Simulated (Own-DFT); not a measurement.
AlSi17C18 (2H silicon carbide with substituted atoms, atoms displaced) (calculated)

Computed with Own-DFT development build. A calculation, not a measurement: plane-wave PBE density functional theory by an unreviewed code, no spin, of a simulated periodic cell, stress positive in tension, free energy of the whole cell less one offset for each atom, not probed for a lower state with spin; forces on such cells passed a denser k mesh, this cell's mesh not checked; offsets are fitted by least squares, one for each functional and potential file, so energies compare only between cells with the same atoms and settings and are not formation energies; the far tail of each file's local potential was reset to the Coulomb form; each entry is a single point on an unrelaxed cell, so the pressure reflects the starting lattice, mostly measured values (interpolated for alloys), from which strain is counted, and rises with the displacements; printed positions are rounded, which can move forces by about a meV/angstrom; the program, named Own-DFT, is a retired in-house code; no spin-orbit coupling; before rounding, a Quantum ESPRESSO 7.3.1 run of the same cell and cutoff gave forces within 1 meV/angstrom rms on each cell, which checks the program and not the settings.

Common to all runs: functional PBE; potential files PseudoDojo norm-conserving, scalar-relativistic, standard set; wave cutoff 42 hartree; occupations Fermi-Dirac; smearing width 0.1 eV; k mesh 4 x 4 x 3 centred on Gamma.

(1) 
```cif
# cell vector a (Å): 9.2481 0.0000 0.0000
# cell vector b (Å): -4.6241 8.0091 0.0000
# cell vector c (Å): 0.0000 0.0000 10.0681
data_AlSi17C18
_symmetry_space_group_name_H-M 'P 1'
_symmetry_Int_Tables_number 1
_cell_length_a 9.2481
_cell_length_b 9.2481
_cell_length_c 10.0681
_cell_angle_alpha 90.000
_cell_angle_beta 90.000
_cell_angle_gamma 120.000
_cell_volume 745.73
loop_
_atom_site_label
_atom_site_type_symbol
_atom_site_fract_x
_atom_site_fract_y
_atom_site_fract_z
_atom_site_occupancy
Si1 Si 0.00188 0.00566 0.00291 1
Si2 Si 0.11032 0.21841 0.25318 1
C1 C 0.00303 0.00753 0.19404 1
C2 C 0.11619 0.22196 0.44038 1
Si3 Si 0.00459 0.99984 0.50325 1
Si4 Si 0.10917 0.22189 0.74645 1
C3 C 0.00397 0.00360 0.68399 1
C4 C 0.11828 0.22469 0.94653 1
Al1 Al 0.00141 0.33066 0.00219 1
Si5 Si 0.10519 0.56832 0.24539 1
C5 C 0.99886 0.33080 0.19815 1
C6 C 0.11365 0.55639 0.43537 1
Si6 Si 0.99919 0.33352 0.49961 1
Si7 Si 0.09437 0.54589 0.75014 1
C7 C 0.99324 0.32387 0.69238 1
C8 C 0.11136 0.55263 0.93988 1
Si8 Si 0.98967 0.66763 0.99846 1
Si9 Si 0.10813 0.89199 0.25262 1
C9 C 0.00757 0.67940 0.19211 1
C10 C 0.11916 0.89161 0.43844 1
Si10 Si 0.00094 0.68239 0.49426 1
Si11 Si 0.10840 0.88866 0.74748 1
C11 C 0.00666 0.66981 0.67928 1
C12 C 0.10470 0.88699 0.93273 1
Si12 Si 0.34010 0.99804 0.99905 1
Si13 Si 0.43925 0.21478 0.25941 1
C13 C 0.33260 0.00227 0.19161 1
C14 C 0.44755 0.21999 0.43301 1
Si14 Si 0.33032 0.99459 0.49764 1
Si15 Si 0.45284 0.22493 0.74983 1
C15 C 0.33686 0.00342 0.69376 1
C16 C 0.43729 0.21610 0.93982 1
Si16 Si 0.33174 0.32700 0.99905 1
Si17 Si 0.44080 0.54738 0.25068 1
C17 C 0.33469 0.32412 0.19136 1
C18 C 0.44025 0.55905 0.43572 1
Si18 Si 0.33943 0.33755 0.51005 1
Si19 Si 0.43832 0.54670 0.74903 1
C19 C 0.33625 0.33523 0.68266 1
C20 C 0.45946 0.56526 0.94156 1
Al2 Al 0.33008 0.67157 0.99399 1
Si20 Si 0.44941 0.88838 0.24927 1
C21 C 0.33158 0.66116 0.18927 1
C22 C 0.44283 0.88503 0.43989 1
Si21 Si 0.34427 0.67373 0.49516 1
Si22 Si 0.44726 0.89114 0.74909 1
C23 C 0.33364 0.67062 0.69151 1
C24 C 0.43531 0.88966 0.93613 1
Si23 Si 0.67226 0.00142 0.99758 1
Si24 Si 0.78394 0.22205 0.25212 1
C25 C 0.66644 0.99168 0.19999 1
C26 C 0.77914 0.21738 0.43447 1
Si25 Si 0.66308 0.99951 0.50112 1
Si26 Si 0.78042 0.21206 0.75651 1
C27 C 0.66553 0.99599 0.68475 1
C28 C 0.77023 0.22022 0.93614 1
Si27 Si 0.67313 0.34370 0.99769 1
Si28 Si 0.78512 0.56501 0.25199 1
C29 C 0.67057 0.33601 0.18541 1
C30 C 0.78085 0.55305 0.43638 1
Si29 Si 0.66055 0.33879 0.49871 1
Si30 Si 0.78650 0.55974 0.75279 1
C31 C 0.67434 0.33241 0.67655 1
C32 C 0.78906 0.56676 0.93535 1
Si31 Si 0.66671 0.66807 0.00056 1
Si32 Si 0.77324 0.89323 0.24923 1
C33 C 0.66137 0.66015 0.19292 1
C34 C 0.77160 0.88556 0.43930 1
Si33 Si 0.67036 0.66386 0.49283 1
Si34 Si 0.77975 0.88281 0.75361 1
C35 C 0.66574 0.65898 0.68497 1
C36 C 0.78264 0.88359 0.93793 1
_calc_free_energy_of_cell_above_offsets '-2.801'  # eV
_calc_pressure 6.92  # GPa
_calc_stress_xx -6.18  # GPa
_calc_stress_yy -6.67  # GPa
_calc_stress_zz -7.9  # GPa
_calc_stress_yz 0.33  # GPa
_calc_stress_xz -0.98  # GPa
_calc_stress_xy 0.27  # GPa
```

Force:
| element | x (eV/Å) | y (eV/Å) | z (eV/Å) |
| --- | --- | --- | --- |
| Si | 1.003 | -0.335 | -0.077 |
| Si | -0.005 | 2.217 | 0.347 |
| C | -0.648 | -2.123 | -1.006 |
| C | -0.083 | 0.026 | 0.721 |
| Si | -1.32 | 0.377 | -1.4 |
| Si | 1.164 | 0.047 | 1.642 |
| C | -0.41 | -0.884 | 1.21 |
| C | 0.315 | -1.531 | -2.791 |
| Al | -0.73 | 0.336 | 0.845 |
| Si | 3.74 | -2.656 | 0.838 |
| C | 0.386 | 1.024 | 0.063 |
| C | -0.74 | 0.885 | 0.685 |
| Si | 0.218 | -0.067 | -0.371 |
| Si | 2.229 | 1.303 | 0.857 |
| C | 0.425 | 1.023 | -1.25 |
| C | -3.799 | 0.878 | -1.881 |
| Si | 4.447 | 1.163 | 0.726 |
| Si | 0.917 | 1.239 | -0.515 |
| C | -2.322 | -0.412 | -1.619 |
| C | -1.909 | 0.771 | -0.629 |
| Si | 2.031 | -3.487 | 0.801 |
| Si | 1.098 | 0.366 | 0.401 |
| C | -1.334 | 0.128 | 0.81 |
| C | 0.608 | 0.56 | 1.292 |
| Si | -2.692 | 0.348 | 0.777 |
| Si | 1.042 | 1.42 | -3.409 |
| C | 0.724 | -1.109 | -0.48 |
| C | -1.059 | 0.077 | 3.108 |
| Si | 1.519 | 1.302 | 1.501 |
| Si | -0.342 | -0.088 | 0.161 |
| C | -0.491 | -0.299 | -1.706 |
| C | 1.593 | 1.495 | -0.936 |
| Si | 0.529 | 2.022 | 1.136 |
| Si | -0.971 | 0.088 | -0.655 |
| C | -0.884 | 0.568 | -0.317 |
| C | 2.454 | -1.27 | 0.626 |
| Si | -0.678 | -0.312 | -4.117 |
| Si | 0.364 | 2.375 | 1.058 |
| C | -0.054 | -1.081 | 2.944 |
| C | -0.896 | -3.068 | -1.594 |
| Al | 1.542 | -1.188 | 1.134 |
| Si | -1.591 | -1.314 | 0.112 |
| C | -0.34 | 0.778 | 1.266 |
| C | -0.105 | 1.642 | -0.666 |
| Si | -2.23 | -1.636 | 1.566 |
| Si | -0.574 | -0.428 | 0.621 |
| C | 0.059 | -1.472 | -0.899 |
| C | 3.094 | 2.13 | -0.92 |
| Si | -1.381 | -0.841 | 0.765 |
| Si | -1.201 | 0.053 | -0.548 |
| C | -1.734 | 2.553 | -3.266 |
| C | -1.144 | 0.688 | 1.362 |
| Si | 0.728 | 0.103 | -0.457 |
| Si | -1.874 | 0.398 | -1.568 |
| C | 0.747 | -0.192 | 1.363 |
| C | -0.252 | -0.501 | 0.348 |
| Si | -0.559 | -1.516 | 0.549 |
| Si | -0.357 | -1.784 | -0.735 |
| C | 0.044 | 0.045 | 0.814 |
| C | -0.534 | 1.12 | -0.269 |
| Si | 2.698 | -1.371 | -1.027 |
| Si | -0.525 | -0.698 | -2.045 |
| C | -0.334 | 0.262 | 3.293 |
| C | -2.501 | -2.144 | -0.002 |
| Si | 0.777 | -0.238 | 0.986 |
| Si | 2.917 | -2.117 | 1.435 |
| C | 0.63 | 1.502 | -0.92 |
| C | 1.385 | 0.548 | -0.127 |
| Si | -1.327 | 0.292 | 1.04 |
| Si | -0.56 | -0.037 | -1.65 |
| C | 0.041 | 0.515 | 0.164 |
| C | -0.977 | 1.536 | 0.491 |

(2) 
```cif
# cell vector a (Å): 9.2481 0.0000 0.0000
# cell vector b (Å): -4.6241 8.0091 0.0000
# cell vector c (Å): 0.0000 0.0000 10.0681
data_AlSi17C18
_symmetry_space_group_name_H-M 'P 1'
_symmetry_Int_Tables_number 1
_cell_length_a 9.2481
_cell_length_b 9.2481
_cell_length_c 10.0681
_cell_angle_alpha 90.000
_cell_angle_beta 90.000
_cell_angle_gamma 120.000
_cell_volume 745.73
loop_
_atom_site_label
_atom_site_type_symbol
_atom_site_fract_x
_atom_site_fract_y
_atom_site_fract_z
_atom_site_occupancy
Al1 Al 0.00327 0.99934 0.00250 1
Al2 Al 0.11698 0.22272 0.24861 1
C1 C 0.00914 0.00519 0.18630 1
C2 C 0.10890 0.22606 0.44194 1
Si1 Si 0.99642 0.00107 0.50003 1
Si2 Si 0.12057 0.22817 0.74711 1
C3 C 0.99686 0.00770 0.68235 1
C4 C 0.11219 0.22211 0.94318 1
Si3 Si 0.01625 0.34095 0.99714 1
Si4 Si 0.11574 0.55318 0.24322 1
C5 C 0.01399 0.33945 0.19393 1
C6 C 0.10969 0.55095 0.42961 1
Si5 Si 0.99685 0.32834 0.49713 1
Si6 Si 0.11643 0.56908 0.75302 1
C7 C 0.99762 0.34221 0.69069 1
C8 C 0.12130 0.56482 0.93544 1
Si7 Si 0.00247 0.66991 0.99819 1
Si8 Si 0.10965 0.89219 0.25219 1
C9 C 0.99088 0.66365 0.18292 1
C10 C 0.11523 0.90232 0.44429 1
Si9 Si 0.00011 0.67452 0.50600 1
Si10 Si 0.10897 0.88300 0.75680 1
C11 C 0.00488 0.66523 0.68154 1
C12 C 0.10939 0.89085 0.92874 1
Si11 Si 0.33831 0.99658 0.00643 1
Si12 Si 0.45248 0.22491 0.24239 1
C13 C 0.32965 0.99798 0.18742 1
C14 C 0.44912 0.21965 0.43420 1
Si13 Si 0.32613 0.99959 0.49664 1
Si14 Si 0.44836 0.23822 0.75383 1
C15 C 0.34209 0.00036 0.68553 1
C16 C 0.44402 0.23026 0.94055 1
Si15 Si 0.33326 0.33643 0.99414 1
Si16 Si 0.44554 0.56442 0.25544 1
C17 C 0.34277 0.34201 0.19302 1
C18 C 0.44186 0.55050 0.43497 1
Si17 Si 0.34267 0.33597 0.50220 1
Si18 Si 0.44190 0.55337 0.74999 1
C19 C 0.32670 0.32876 0.69120 1
C20 C 0.44828 0.56191 0.94120 1
Si19 Si 0.33090 0.65869 0.00703 1
Si20 Si 0.44028 0.88055 0.25119 1
C21 C 0.33013 0.66578 0.18614 1
C22 C 0.45691 0.89484 0.44344 1
Si21 Si 0.32802 0.66071 0.49411 1
Si22 Si 0.44922 0.88925 0.75111 1
C23 C 0.33908 0.66161 0.68413 1
C24 C 0.45579 0.89767 0.93047 1
Si23 Si 0.65860 0.98945 0.99530 1
Si24 Si 0.78302 0.22619 0.24524 1
C25 C 0.67115 0.01149 0.19121 1
C26 C 0.77652 0.21027 0.43305 1
Si25 Si 0.67915 0.00568 0.50497 1
Si26 Si 0.78536 0.22489 0.75535 1
C27 C 0.66036 0.00176 0.68692 1
C28 C 0.77839 0.21740 0.94358 1
Si27 Si 0.66730 0.33382 0.99770 1
Si28 Si 0.77879 0.55438 0.24389 1
C29 C 0.66900 0.33462 0.18849 1
C30 C 0.77905 0.54992 0.43392 1
Si29 Si 0.66319 0.33346 0.49590 1
Si30 Si 0.76992 0.56086 0.75222 1
C31 C 0.66990 0.33172 0.68648 1
C32 C 0.77538 0.56066 0.93474 1
Si31 Si 0.67146 0.67413 0.99717 1
Si32 Si 0.77369 0.88734 0.24673 1
C33 C 0.65380 0.66662 0.19586 1
C34 C 0.77952 0.89656 0.43819 1
Si33 Si 0.66077 0.65875 0.49346 1
Si34 Si 0.77365 0.87238 0.74841 1
C35 C 0.66631 0.66637 0.69812 1
C36 C 0.78392 0.89126 0.94153 1
_calc_free_energy_of_cell_above_offsets '-1.511'  # eV
_calc_pressure 7.3  # GPa
_calc_stress_xx -7.21  # GPa
_calc_stress_yy -6.27  # GPa
_calc_stress_zz -8.43  # GPa
_calc_stress_yz -0.34  # GPa
_calc_stress_xz 0.11  # GPa
_calc_stress_xy -0.64  # GPa
```

Force:
| element | x (eV/Å) | y (eV/Å) | z (eV/Å) |
| --- | --- | --- | --- |
| Al | -0.014 | 0.47 | -0.202 |
| Al | 0.521 | 0.063 | 0.836 |
| C | -1.151 | -3.192 | 2.229 |
| C | 1.851 | -0.464 | 1.499 |
| Si | -0.034 | 1.424 | -0.489 |
| Si | -3.694 | -1.427 | 1.594 |
| C | 0.897 | -1.522 | 1.555 |
| C | 0.714 | 2.201 | -2.513 |
| Si | -1.789 | -1.11 | 1.277 |
| Si | -2.19 | 0.227 | 1.198 |
| C | -3.12 | 0.144 | -2.714 |
| C | -0.801 | 1.167 | 1.142 |
| Si | -0.528 | 1.011 | 0.42 |
| Si | 1.437 | -1.749 | -1.305 |
| C | 1.765 | -0.047 | -0.324 |
| C | -1.051 | -0.54 | 0.778 |
| Si | -0.58 | 0.467 | -0.494 |
| Si | -0.563 | -0.263 | -0.383 |
| C | 1.954 | 1.011 | 0.522 |
| C | -0.599 | -2.539 | -1.542 |
| Si | 1.064 | -0.961 | -2.905 |
| Si | 0.391 | 1.705 | -3.438 |
| C | -2.057 | 0.806 | 2.451 |
| C | 3.003 | -1.384 | 2.602 |
| Si | -1.462 | 0.597 | -2.488 |
| Si | -1.799 | -0.008 | 1.056 |
| C | 1.012 | -0.265 | 0.793 |
| C | -1.156 | 0.302 | -0.012 |
| Si | 3.136 | 0.69 | 1.381 |
| Si | 1.878 | -3.048 | -0.434 |
| C | -1.892 | 0.551 | 0.713 |
| C | 1.185 | -1.19 | -0.175 |
| Si | -0.223 | 0.244 | 2.577 |
| Si | -0.342 | -2.695 | -1.25 |
| C | 1.593 | 0.639 | -1.746 |
| C | -0.112 | 0.783 | 1.478 |
| Si | -1.668 | -1.637 | -1.191 |
| Si | -0.111 | 0.157 | 0.894 |
| C | 2.178 | 2.234 | -1.28 |
| C | -0.002 | -0.663 | -0.911 |
| Si | 0.524 | 2.097 | -2.044 |
| Si | 0.361 | 2.482 | 0.789 |
| C | 0.711 | 0.567 | 0.705 |
| C | -1.772 | -1.636 | -1.243 |
| Si | 0.313 | 1.131 | 0.891 |
| Si | -0.837 | -0.368 | -1.642 |
| C | -1.562 | 0.879 | 0.231 |
| C | -2.217 | -2.279 | 1.851 |
| Si | 2.609 | 2.191 | 1.597 |
| Si | 0.962 | 0.641 | 0.648 |
| C | -0.377 | -2.807 | -1.571 |
| C | -0.883 | 2.72 | 0.359 |
| Si | -1.867 | -0.962 | -0.337 |
| Si | -1.175 | -0.689 | -0.216 |
| C | 2.626 | 0.111 | 0.864 |
| C | 0.142 | 1.178 | -0.452 |
| Si | 0.301 | 0.209 | 0.19 |
| Si | -1.504 | 0.234 | 0.957 |
| C | 0.613 | 0.177 | -1.076 |
| C | -0.547 | 1.35 | 0.38 |
| Si | 2.118 | -1.152 | 0.681 |
| Si | 3.326 | -1.947 | -0.651 |
| C | -1.083 | 1.225 | 0.411 |
| C | 1.235 | -0.71 | 0.944 |
| Si | -0.615 | -0.302 | 1.467 |
| Si | 1.116 | 1.959 | 0.304 |
| C | 2.787 | 0.612 | -1.899 |
| C | 0.887 | -2.456 | -0.279 |
| Si | 0.726 | 1.624 | 0.659 |
| Si | -0.897 | 5.126 | 1.479 |
| C | -1.212 | -2.032 | -3.483 |
| C | -2.449 | -1.359 | -1.715 |
